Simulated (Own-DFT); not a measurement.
Si₇Ge (diamond lattice with Si and Ge gathered in clusters, atoms displaced), SiGe (diamond lattice with Si and Ge gathered in clusters, atoms displaced) (calculated)

A calculation, not a measurement: plane-wave density functional theory by an unreviewed code, no spin, of a simulated periodic cell, stress positive in tension, run twice, with PBE and with PBEsol, both on files made for PBE, so the change isn't that of files made for PBEsol; forces on such cells passed a denser k mesh, this cell's mesh not checked; the far tail of each file's local potential was reset to the Coulomb form; each entry is a single point on an unrelaxed cell, so the pressure reflects the starting lattice, mostly measured values (interpolated for alloys), from which strain is counted, and rises with the displacements; printed positions are rounded, which can move forces by about a meV/angstrom; the program, named Own-DFT, is a retired in-house code; no spin-orbit coupling; stress was not checked against mesh or cutoff. Program: Own-DFT development build.

Common to all runs: functional PBE, then PBEsol; potential files PseudoDojo norm-conserving, scalar-relativistic, standard set; wave cutoff 42 hartree; occupations Fermi-Dirac; smearing width 0.1 eV; k mesh 3 x 3 x 3 centred on Gamma.

(1) Si₇Ge (diamond lattice with Si and Ge gathered in clusters, atoms displaced)

```xyz
64
Lattice="10.9187 0.0000 0.0000 0.0000 10.9187 0.0000 0.0000 0.0000 10.9187" Properties=species:S:1:pos:R:3 Si7Ge
Ge    10.8914    10.8556     0.0653
Si     0.0592     2.7065     2.6642
Ge     2.7833    10.9067     2.6643
Si     2.7527     2.6118     0.0617
Si     1.3815     1.3186     1.3443
Si     1.3244     4.1080     4.1382
Si     4.1408     1.3671     4.0552
Si     4.1027     4.1464     1.3962
Ge     0.0870     0.0643     5.3711
Si     0.0460     2.6698     8.1508
Si     2.6636     0.0614     8.2908
Si     2.8369     2.6780     5.4796
Si     1.3536     1.3112     6.9052
Si     1.3544     4.0546     9.5117
Si     4.0832     1.3900     9.6110
Si     4.1540     4.1855     6.8881
Si     0.0104     5.4694     0.0751
Ge     0.0321     8.0922     2.6573
Si     2.8124     5.3820     2.8076
Si     2.8717     8.1257    10.8978
Ge     1.3814     6.8489     1.3866
Ge     1.3050     9.5233     4.0277
Si     4.0861     6.9351     4.1738
Si     4.1274     9.6550     1.2525
Si    10.8473     5.5112     5.4432
Si     0.0290     8.2157     8.1836
Si     2.7152     5.5540     8.1672
Si     2.7754     8.2417     5.3893
Si     1.5077     6.7269     6.8747
Si     1.2994     9.4642     9.6338
Si     4.1710     6.8331     9.5726
Si     4.0815     9.6472     6.8044
Si     5.4898    10.8239    10.8842
Si     5.4270     2.7365     2.7184
Si     8.1278    10.8728     2.7222
Si     8.2352     2.7695     0.0202
Si     6.8432     1.2725     1.4396
Si     6.8496     4.1406     4.0933
Si     9.5321     1.3557     4.1556
Si     9.4921     4.0934     1.4310
Si     5.4917     0.0599     5.4217
Si     5.5395     2.7206     8.1627
Si     8.2823     0.0386     8.1789
Si     8.0470     2.7615     5.3784
Si     6.7764     1.3349     6.7904
Si     6.8622     4.0619     9.6494
Si     9.5510     1.4282     9.5626
Si     9.5750     4.2023     6.7593
Si     5.4652     5.4235    10.8843
Si     5.5550     8.2221     2.7723
Si     8.1149     5.3830     2.6381
Si     8.1891     8.2176     0.0095
Si     6.8951     6.7299     1.3178
Si     6.8790     9.5014     4.1799
Ge     9.5108     6.7241     4.0906
Ge     9.5217     9.6476     1.4076
Si     5.4162     5.4255     5.4615
Si     5.4078     8.0915     8.0738
Si     8.1892     5.4425     8.2144
Si     8.2571     8.1802     5.5482
Si     6.8532     6.7534     6.8627
Si     6.7291     9.5051     9.4139
Si     9.6025     6.8941     9.5561
Si     9.5820     9.4700     6.8672
```

* PBE pressure: 2.75 GPa
* PBE stress xx: -2.78 GPa
* PBE stress yy: -2.59 GPa
* PBE stress zz: -2.86 GPa
* PBE stress yz: -0.25 GPa
* PBE stress xz: 0.43 GPa
* PBE stress xy: 1.16 GPa
* PBEsol pressure: 1.24 GPa
* PBEsol stress xx: -1.27 GPa
* PBEsol stress yy: -1.08 GPa
* PBEsol stress zz: -1.36 GPa
* PBEsol stress yz: -0.24 GPa
* PBEsol stress xz: 0.42 GPa
* PBEsol stress xy: 1.17 GPa
* rms change of force components from PBE to PBEsol: 0.038 eV/Å

Force:
```tsv
force element	PBE force x (eV/Å)	PBE force y (eV/Å)	PBE force z (eV/Å)	PBEsol force x (eV/Å)	PBEsol force y (eV/Å)	PBEsol force z (eV/Å)
Ge	0.55	1.344	-1.354	0.487	1.257	-1.263
Si	-0.752	0.109	0.979	-0.737	0.098	0.96
Ge	-0.218	0.139	0.541	-0.256	0.102	0.558
Si	-0.241	1.966	-0.348	-0.238	1.947	-0.334
Si	-0.264	0.305	0.226	-0.271	0.182	0.232
Si	0.582	-0.709	0.005	0.561	-0.698	0.02
Si	-0.193	0.072	0.197	-0.246	0.016	0.144
Si	-0.038	-1.017	-0.684	-0.041	-0.997	-0.692
Ge	-1.075	-0.659	1.571	-1.003	-0.697	1.478
Si	-1.088	1.239	-0.024	-1.086	1.223	-0.034
Si	0.415	-1.219	0.198	0.409	-1.214	0.217
Si	-0.997	0.663	0.617	-0.979	0.652	0.613
Si	1.069	0.613	-1.101	1.012	0.552	-1.159
Si	0.453	0.208	0.8	0.455	0.208	0.795
Si	1.066	-0.393	-0.636	1.07	-0.383	-0.633
Si	-0.559	-1.177	-0.047	-0.561	-1.159	-0.024
Si	-0.522	-0.529	-1.071	-0.468	-0.476	-1.003
Ge	-1.927	1.165	1.034	-1.851	1.142	0.998
Si	-0.779	1.278	0.515	-0.802	1.299	0.492
Si	-1.141	0.954	0.396	-1.177	0.905	0.442
Ge	2.274	-1.692	-0.944	2.156	-1.592	-0.863
Ge	1.153	-0.255	-0.066	1.079	-0.208	-0.1
Si	1.101	-1.37	-1.384	1.093	-1.352	-1.377
Si	0.257	-2.046	1.104	0.183	-1.977	1.165
Si	2.106	-0.444	0.68	2.033	-0.354	0.602
Si	0.671	-1.17	-0.124	0.678	-1.164	-0.144
Si	1.626	-2.207	2.259	1.628	-2.192	2.266
Si	-0.965	0.328	1.709	-1.024	0.385	1.651
Si	-2.419	2.665	-2.345	-2.406	2.648	-2.347
Si	1.405	0.252	-0.391	1.338	0.292	-0.313
Si	-0.265	-0.578	-0.785	-0.25	-0.58	-0.776
Si	-0.261	-0.214	0.206	-0.262	-0.192	0.213
Si	0.682	1.545	-0.787	0.698	1.54	-0.792
Si	0.896	0.223	-0.064	0.891	0.225	-0.073
Si	0.499	0.442	1.995	0.559	0.374	1.929
Si	-0.47	-1.016	0.701	-0.464	-1.012	0.704
Si	-0.678	1.14	-1.356	-0.677	1.136	-1.348
Si	-1.557	-0.146	-0.739	-1.543	-0.124	-0.731
Si	-0.604	0.8	-1.512	-0.54	0.74	-1.445
Si	1.518	-0.416	-0.711	1.509	-0.408	-0.691
Si	-0.347	-0.968	-0.095	-0.344	-0.961	-0.114
Si	-0.759	0.308	0.892	-0.745	0.303	0.876
Si	-1.066	-0.5	-0.12	-1.044	-0.491	-0.118
Si	1.693	-0.348	1.311	1.67	-0.353	1.307
Si	1.165	0.349	0.324	1.158	0.335	0.331
Si	-0.147	-0.024	-1.226	-0.148	-0.023	-1.208
Si	0.406	-0.301	-0.007	0.443	-0.336	0.047
Si	-0.861	-1.847	0.735	-0.86	-1.832	0.728
Si	0.051	0.116	0.483	0.047	0.111	0.472
Si	-0.696	-0.479	-0.888	-0.687	-0.47	-0.898
Si	0.339	0.312	1.231	0.377	0.353	1.262
Si	-0.346	0.004	-0.777	-0.298	0.065	-0.72
Si	-1.044	1.39	-0.132	-1.038	1.38	-0.139
Si	0.011	0.425	-0.045	0.017	0.415	-0.026
Ge	-0.754	0.99	-0.796	-0.703	1.002	-0.815
Ge	-0.664	-1.885	0.272	-0.551	-1.832	0.241
Si	0.764	1.022	-0.258	0.75	1.007	-0.273
Si	0.061	0.948	0.036	0.04	0.927	0.008
Si	0.55	0.1	0.687	0.543	0.088	0.692
Si	-0.797	-0.636	-0.31	-0.742	-0.683	-0.358
Si	-0.199	0.025	-0.833	-0.188	0.016	-0.832
Si	1.136	-0.024	0.44	1.121	-0.031	0.415
Si	-0.331	-0.702	0.272	-0.323	-0.688	0.272
Si	0.521	1.532	-0.458	0.549	1.556	-0.485
```

(2) SiGe (diamond lattice with Si and Ge gathered in clusters, atoms displaced)

```xyz
64
Lattice="11.0890 0.0000 0.0000 0.0000 11.0890 0.0000 0.0000 0.0000 11.0890" Properties=species:S:1:pos:R:3 SiGe
Ge    11.0625     0.0345    11.0769
Ge     0.0581     2.7458     2.7164
Si     2.7315     0.0171     2.7700
Ge     2.8057     2.7547    11.0544
Ge     1.3776     1.3938     1.4288
Ge     1.4087     4.1261     4.1775
Si     4.1611     1.4261     4.1664
Ge     4.1971     4.1695     1.4032
Si     0.0169     0.0466     5.5684
Ge    11.0858     2.7668     8.2628
Si     2.8019     0.0002     8.2972
Si     2.7467     2.8007     5.5552
Si     1.3491     1.2731     6.9527
Ge     1.3286     4.1717     9.6923
Si     4.1949     1.3662     9.7273
Si     4.1701     4.1767     6.8695
Ge    11.0659     5.4960     0.0145
Ge    11.0577     8.2870     2.7407
Ge     2.7822     5.4921     2.7557
Si     2.7557     8.3003     0.0050
Ge     1.3305     6.9086     1.3805
Si     1.3527     9.6710     4.1932
Si     4.2266     6.9610     4.2189
Si     4.1686     9.6773     1.4617
Ge    11.0859     5.4956     5.5342
Si    11.0514     8.3213     8.3091
Si     2.7504     5.5670     8.3284
Si     2.7356     8.3178     5.5668
Si     1.3777     6.9840     6.9729
Si     1.4114     9.7231     9.6969
Si     4.2028     6.9540     9.6164
Si     4.1287     9.7457     6.9231
Si     5.5854    11.0629     0.0049
Ge     5.5379     2.7748     2.7679
Ge     8.3108     0.0032     2.7626
Ge     8.3055     2.7927    11.0542
Ge     6.9442     1.4881     1.4017
Ge     6.9539     4.1530     4.1492
Ge     9.6762     1.3639     4.1889
Ge     9.6859     4.1744     1.4315
Si     5.5652    11.0495     5.5274
Si     5.5663     2.7704     8.3055
Si     8.3250    11.0802     8.3509
Ge     8.3404     2.7849     5.5468
Si     6.9376     1.3815     6.9374
Ge     6.9477     4.1324     9.7171
Ge     9.7231     1.3257     9.7263
Ge     9.7462     4.1668     6.9132
Ge     5.5203     5.5235    11.0393
Si     5.5608     8.3048     2.7703
Ge     8.2990     5.5616     2.7263
Ge     8.3436     8.3208     0.0194
Ge     6.8964     6.9923     1.4135
Si     6.9280     9.7250     4.1621
Ge     9.7284     6.9350     4.1574
Ge     9.7110     9.6854     1.3717
Si     5.5178     5.5272     5.5280
Si     5.5389     8.3362     8.3167
Ge     8.2954     5.5364     8.3402
Si     8.3662     8.3084     5.5477
Si     6.9645     6.9383     6.9063
Si     6.9336     9.7283     9.6906
Ge     9.7195     6.9037     9.7287
Si     9.6677     9.7145     6.9260
```

- PBE pressure: 2.99 GPa
- PBE stress xx: -2.99 GPa
- PBE stress yy: -2.97 GPa
- PBE stress zz: -3.02 GPa
- PBE stress yz: 0.15 GPa
- PBE stress xz: 0.3 GPa
- PBE stress xy: 0.68 GPa
- PBEsol pressure: 0.7 GPa
- PBEsol stress xx: -0.7 GPa
- PBEsol stress yy: -0.68 GPa
- PBEsol stress zz: -0.73 GPa
- PBEsol stress yz: 0.14 GPa
- PBEsol stress xz: 0.29 GPa
- PBEsol stress xy: 0.64 GPa
- rms change of force components from PBE to PBEsol: 0.046 eV/Å

Force:
```tsv
force element	PBE force x (eV/Å)	PBE force y (eV/Å)	PBE force z (eV/Å)	PBEsol force x (eV/Å)	PBEsol force y (eV/Å)	PBEsol force z (eV/Å)
Ge	1.234	-0.995	0.404	1.152	-0.922	0.423
Ge	-1.175	0.505	1.351	-1.137	0.492	1.304
Si	0.673	-0.621	0.914	0.611	-0.562	0.853
Ge	-0.135	0.058	0.154	-0.176	0.095	0.194
Ge	0.882	-0.68	-1.171	0.801	-0.607	-1.168
Ge	-0.024	-0.091	-0.238	-0.068	-0.05	-0.28
Si	-0.459	-0.684	0.301	-0.41	-0.625	0.251
Ge	-0.383	-0.293	-0.612	-0.371	-0.285	-0.59
Si	-0.44	-1.297	-0.198	-0.494	-1.239	-0.252
Ge	0.269	-0.827	0.297	0.222	-0.756	0.327
Si	-0.079	0.083	0.572	-0.077	0.09	0.574
Si	0.434	-1.148	0.609	0.368	-1.087	0.557
Si	1.062	1.163	-0.156	1.01	1.202	-0.107
Ge	1.008	-0.233	-0.311	0.934	-0.256	-0.259
Si	0.255	-0.289	-0.689	0.213	-0.237	-0.629
Si	-0.411	-0.181	0.933	-0.406	-0.178	0.928
Ge	-0.083	0.274	0.084	-0.087	0.267	0.085
Ge	0.61	0.695	0.676	0.551	0.627	0.616
Ge	0.274	1.242	0.778	0.23	1.162	0.721
Si	0.61	0.242	-0.263	0.561	0.19	-0.213
Ge	1.029	0.016	-0.306	0.95	-0.025	-0.265
Si	0.257	0.536	-0.215	0.205	0.491	-0.259
Si	-0.788	-0.012	-0.468	-0.812	-0.041	-0.499
Si	-0.323	0.289	-0.779	-0.321	0.289	-0.769
Ge	0.862	1.182	0.245	0.798	1.106	0.201
Si	0.376	0.549	0.088	0.316	0.502	0.135
Si	0.455	0.105	-0.576	0.403	0.047	-0.526
Si	0.465	0.08	-0.038	0.459	0.072	-0.043
Si	-0.009	-0.48	-0.182	-0.051	-0.517	-0.213
Si	-0.057	-0.374	-0.229	-0.103	-0.328	-0.184
Si	-0.925	-0.017	0.635	-0.875	-0.063	0.677
Si	0.332	-0.573	-0.158	0.327	-0.568	-0.159
Si	-0.429	0.047	0.353	-0.384	0.084	0.401
Ge	-0.251	-0.037	0.732	-0.192	0.008	0.661
Ge	-0.293	-0.209	0.125	-0.244	-0.156	0.089
Ge	0.866	-0.287	0.402	0.831	-0.273	0.401
Ge	-0.25	-1.352	-0.579	-0.208	-1.269	-0.533
Ge	-0.46	0.386	0.231	-0.407	0.341	0.182
Ge	0.86	0.101	-0.347	0.795	0.14	-0.375
Ge	0.108	-0.625	-0.507	0.109	-0.598	-0.503
Si	-0.341	0.684	0.226	-0.335	0.68	0.219
Si	-0.554	-0.226	-0.286	-0.508	-0.17	-0.236
Si	-0.444	-0.128	-0.682	-0.384	-0.076	-0.626
Ge	-0.514	-0.304	0.479	-0.458	-0.261	0.416
Si	-0.101	-0.348	0.129	-0.051	-0.301	0.085
Ge	-0.708	0.04	-0.734	-0.64	0.074	-0.666
Ge	-0.748	0.978	-0.929	-0.688	0.986	-0.85
Ge	-0.885	0.021	0.375	-0.854	0.014	0.359
Ge	0.097	0.911	0.088	0.136	0.837	0.126
Si	-0.459	0.703	1.091	-0.396	0.64	1.021
Ge	-0.127	0.389	0.751	-0.116	0.368	0.726
Ge	-0.746	0.193	-0.705	-0.684	0.149	-0.642
Ge	-0.092	-0.568	-0.736	-0.029	-0.6	-0.751
Si	0.098	-0.806	0.059	0.151	-0.76	0.009
Ge	-0.591	-0.239	0.21	-0.536	-0.271	0.155
Ge	-0.037	0.533	0.14	-0.04	0.51	0.133
Si	0.671	0.477	0.337	0.715	0.419	0.288
Si	0.414	0.319	-0.653	0.418	0.319	-0.651
Ge	0.143	0.318	-0.612	0.179	0.27	-0.547
Si	-0.727	0.447	-0.035	-0.667	0.392	-0.09
Si	-0.672	0.115	-0.049	-0.621	0.065	-0.008
Si	-0.09	-0.295	0.002	-0.043	-0.334	0.046
Ge	0.038	0.401	-0.46	0.003	0.344	-0.4
Si	0.433	0.136	0.131	0.43	0.143	0.128
```

(3) SiGe (diamond lattice with Si and Ge gathered in clusters, atoms displaced)

```xyz
64
Lattice="11.0890 0.0000 0.0000 0.0000 11.0890 0.0000 0.0000 0.0000 11.0890" Properties=species:S:1:pos:R:3 SiGe
Si     0.0572     0.0171     0.0375
Si     0.0069     2.7859     2.7600
Ge     2.7443     0.0272     2.7993
Si     2.8332     2.7688    11.0808
Si     1.4190     1.4238     1.3668
Si     1.3796     4.1787     4.1405
Ge     4.1630     1.4012     4.1619
Si     4.1760     4.1673     1.3082
Ge    11.0660     0.0382     5.5396
Si     0.0178     2.8014     8.3261
Si     2.7230    11.0850     8.3109
Si     2.7096     2.7964     5.5298
Si     1.4172     1.4134     6.9376
Si     1.3614     4.1528     9.6723
Si     4.1712     1.3557     9.6909
Si     4.1487     4.1551     6.9181
Si     0.0018     5.5302     0.0195
Ge    11.0844     8.3429     2.8094
Si     2.8235     5.5877     2.7610
Si     2.7523     8.3941     0.0511
Si     1.3920     6.9782     1.4175
Ge     1.3644     9.7251     4.1140
Ge     4.1576     6.9459     4.1611
Ge     4.1078     9.7395     1.4018
Si     0.0124     5.5317     5.5299
Si    11.0795     8.2687     8.3336
Si     2.7260     5.5029     8.3187
Ge     2.7295     8.2821     5.5945
Si     1.3700     6.9295     6.9408
Si     1.4110     9.7160     9.6404
Si     4.1482     6.8912     9.7319
Ge     4.1397     9.6924     6.9701
Ge     5.5542    11.0208    11.0779
Ge     5.5304     2.8090     2.7358
Ge     8.3352    11.0228     2.8356
Si     8.3248     2.7719    11.0819
Ge     6.9645     1.3569     1.3493
Ge     6.9867     4.1540     4.1673
Ge     9.7216     1.3866     4.1372
Si     9.7487     4.1090     1.4481
Ge     5.5351    11.0611     5.5169
Si     5.5527     2.7613     8.3184
Ge     8.2436    11.0221     8.3770
Ge     8.3561     2.7494     5.5054
Ge     6.9618     1.3504     6.9510
Si     6.9262     4.1849     9.7244
Si     9.7299     1.4147     9.6934
Si     9.6978     4.1694     6.8968
Si     5.5338     5.4864    11.0824
Ge     5.5305     8.2991     2.8158
Ge     8.2681     5.5635     2.6924
Ge     8.3043     8.2847     0.0184
Ge     6.9283     6.9069     1.4035
Ge     6.9420     9.6868     4.1767
Ge     9.7072     6.8991     4.2030
Ge     9.7164     9.6565     1.3611
Ge     5.5723     5.5569     5.5370
Ge     5.5502     8.2640     8.3874
Si     8.3116     5.5170     8.3350
Ge     8.3230     8.3535     5.5657
Ge     6.8699     6.8873     6.9458
Ge     6.9287     9.7349     9.7374
Si     9.6722     6.8733     9.7134
Ge     9.7254     9.7053     6.9008
```

- PBE pressure: 2.93 GPa
- PBE stress xx: -2.94 GPa
- PBE stress yy: -2.93 GPa
- PBE stress zz: -2.93 GPa
- PBE stress yz: 0.33 GPa
- PBE stress xz: 0.14 GPa
- PBE stress xy: -0.34 GPa
- PBEsol pressure: 0.65 GPa
- PBEsol stress xx: -0.66 GPa
- PBEsol stress yy: -0.65 GPa
- PBEsol stress zz: -0.65 GPa
- PBEsol stress yz: 0.32 GPa
- PBEsol stress xz: 0.14 GPa
- PBEsol stress xy: -0.34 GPa
- rms change of force components from PBE to PBEsol: 0.045 eV/Å

Force:
```tsv
force element	PBE force x (eV/Å)	PBE force y (eV/Å)	PBE force z (eV/Å)	PBEsol force x (eV/Å)	PBEsol force y (eV/Å)	PBEsol force z (eV/Å)
Si	-0.191	0.116	-0.856	-0.231	0.062	-0.801
Si	0.694	-0.184	0.089	0.647	-0.239	0.147
Ge	-0.016	0.602	-0.449	0.028	0.541	-0.397
Si	-0.57	0.029	-0.49	-0.56	0.026	-0.488
Si	-0.215	0.248	0.013	-0.169	0.203	0.062
Si	0.169	0.111	-0.265	0.168	0.115	-0.272
Ge	-0.394	0.537	0.23	-0.347	0.475	0.186
Si	-0.559	0.193	0.685	-0.511	0.15	0.733
Ge	0.931	0.188	0.413	0.855	0.145	0.359
Si	-0.341	-0.273	-0.517	-0.342	-0.272	-0.52
Si	0.479	0.61	0.033	0.521	0.558	-0.014
Si	0.508	0.13	0.252	0.542	0.088	0.201
Si	-0.372	0.146	0.174	-0.407	0.1	0.128
Si	0.322	-0.047	0.76	0.318	-0.049	0.76
Si	-0.211	0.155	-0.227	-0.16	0.099	-0.187
Si	-0.223	-0.255	0.236	-0.171	-0.212	0.186
Si	0.153	0.002	0.172	0.15	0.005	0.178
Ge	-0.078	-0.926	-0.427	-0.113	-0.854	-0.378
Si	-0.591	-0.682	-0.549	-0.53	-0.629	-0.49
Si	-0.202	-1.031	-0.984	-0.149	-0.961	-0.922
Si	0.106	-0.443	-0.409	0.059	-0.389	-0.355
Ge	0.226	-0.113	1.074	0.212	-0.11	1.034
Ge	-0.393	-0.427	0.352	-0.33	-0.37	0.374
Ge	0.387	-0.453	0.182	0.419	-0.401	0.216
Si	0.249	-0.167	0.553	0.201	-0.117	0.499
Si	0.051	0.082	0.147	0.004	0.126	0.109
Si	0.478	0.412	-0.126	0.477	0.411	-0.13
Ge	-0.058	0.393	-0.357	-0.005	0.423	-0.388
Si	-0.417	-0.748	0.405	-0.365	-0.687	0.346
Si	-0.596	-0.292	0.802	-0.592	-0.294	0.788
Si	-0.752	-0.058	0.473	-0.702	-0.008	0.428
Ge	-0.009	0.032	0.179	0.029	-0.005	0.129
Ge	-0.77	1.171	0.259	-0.705	1.098	0.288
Ge	0.164	-0.089	-0.163	0.196	-0.132	-0.116
Ge	0.069	0.509	-1.036	0.063	0.49	-1
Si	0.534	0.346	-0.164	0.477	0.3	-0.116
Ge	0.053	0.16	0.331	0.013	0.113	0.358
Ge	-0.554	0.095	-0.385	-0.539	0.096	-0.378
Ge	0.298	0.266	-0.505	0.244	0.21	-0.444
Si	-0.503	0.416	-1.102	-0.552	0.455	-1.048
Ge	-0.063	0.254	0.591	-0.053	0.242	0.569
Si	-0.254	0.319	0.129	-0.202	0.273	0.086
Ge	1.872	1.052	-0.517	1.771	0.99	-0.536
Ge	0.014	0.178	0.865	-0.02	0.132	0.794
Ge	-0.552	0.479	-0.161	-0.505	0.417	-0.193
Si	0.127	-0.636	-0.225	0.125	-0.629	-0.223
Si	0	-0.278	0.354	-0.041	-0.323	0.313
Si	0.399	0.04	0.553	0.345	-0.002	0.495
Si	0.056	0.664	-0.307	0.108	0.705	-0.261
Ge	0.073	0.475	-0.698	0.074	0.459	-0.664
Ge	1.524	-0.87	0.936	1.435	-0.803	0.947
Ge	0.242	-0.175	-0.633	0.198	-0.128	-0.566
Ge	-1.275	0.249	-0.895	-1.193	0.275	-0.823
Ge	-0.333	-0.216	-0.014	-0.317	-0.207	-0.012
Ge	-0.206	0.012	-0.387	-0.241	0.068	-0.414
Ge	0.32	0.729	-0.007	0.27	0.668	0.045
Ge	-0.797	-0.857	-0.061	-0.733	-0.783	-0.087
Ge	-0.453	0.209	0.007	-0.399	0.24	-0.04
Si	0.105	-0.153	-0.217	0.055	-0.112	-0.262
Ge	-0.252	-0.984	0.215	-0.244	-0.944	0.198
Ge	1.258	0.439	0.472	1.181	0.463	0.418
Ge	-0.2	-1.589	0.149	-0.197	-1.537	0.143
Si	0.461	0.043	-0.113	0.408	0.089	-0.069
Ge	0.081	-0.145	1.162	0.033	-0.114	1.077
```
